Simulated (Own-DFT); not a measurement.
# Which defects push the lattice out? 4H SiC

Everything here is calculated. The program is Own-DFT (plane waves, in-house, since retired, never reviewed by a person); positions were held fixed, and spin and spin-orbit coupling were off.

Method: PBE; PseudoDojo norm-conserving scalar-relativistic files; cutoff 42 hartree; 4 x 4 x 3 k mesh centred on Gamma; Fermi-Dirac smearing of 0.1 eV.

Keep in mind (not all hold for every row): a neutral cation vacancy leaves holes that likely carry spin, which these runs leave out; some atoms lie very close together; not probed for a lower state with spin; forces on such cells failed a check on a denser k mesh; forces on such cells passed a denser k mesh, each cell not checked; stress not checked against mesh or cutoff.

All runs share one cell, with vectors in Å (9.248, 0.000, 0.000); (-4.624, 8.009, 0.000); (0.000, 0.000, 10.068) and a volume of 745.7 Å³. Atoms were moved at random from their sites; u is the rms move along one axis. The defect's site can differ from row to row.

| cell | formula | u (Å) | P (GPa) |
|---|---|---|---|
| no defect | C36Si36 | 0.0288 | 3.76 |
| no defect | C36Si36 | 0.0295 | 3.75 |
| no defect | C36Si36 | 0.0607 | 6.21 |
| one Si vacancy | C36Si35 | 0.0286 | 3.26 |
| one Si vacancy | C36Si35 | 0.0300 | ? |
| one Si vacancy | C36Si35 | 0.0300 | 3.18 |
| one Si vacancy | C36Si35 | 0.0315 | 2.97 |
| one C on a Si site | C37Si35 | 0.0487 | 3.43 |
| one C on a Si site | C37Si35 | 0.0494 | 2.86 |
| one C on a Si site | C37Si35 | 0.0513 | 3.46 |
| one Si on a C site | C35Si37 | 0.0489 | 12.12 |
| one Si on a C site | C35Si37 | 0.0495 | 11.68 |
| one Si on a C site | C35Si37 | 0.0495 | 11.95 |
| one C vacancy | C35Si36 | 0.0301 | 3.63 |
| one C vacancy | C35Si36 | 0.0307 | 3.50 |
| one C vacancy | C35Si36 | 0.0519 | 4.96 |

## Worked fit

P = P0 + c u² + a shift for each defect gives P0 = 3.07 GPa, c = 839 ± 81 GPa/Å² and a scatter of 0.22 GPa. The shifts, and each times the cell's volume:

- one Si on a C site: 6.81 ± 0.19 GPa, 31.7 eV
- one C vacancy: -0.31 ± 0.18 GPa, -1.4 eV (not resolved)
- one Si vacancy: -0.69 ± 0.20 GPa, -3.2 eV
- one C on a Si site: -1.90 ± 0.19 GPa, -8.8 eV

Positive is outwards. The product with the volume (160.2 GPa Å³ to the eV) is nearly free of the cell's size; divided by the bulk modulus at the cell's pressure it gives the volume that the defect adds. The atoms around the defects weren't relaxed, which would change these numbers.

## Check

The question: what pressure belongs in the blank (one Si vacancy, u = 0.0300 Å)?

From the fit: 3.13 ± 0.26 GPa. DFT gave 3.25 GPa.
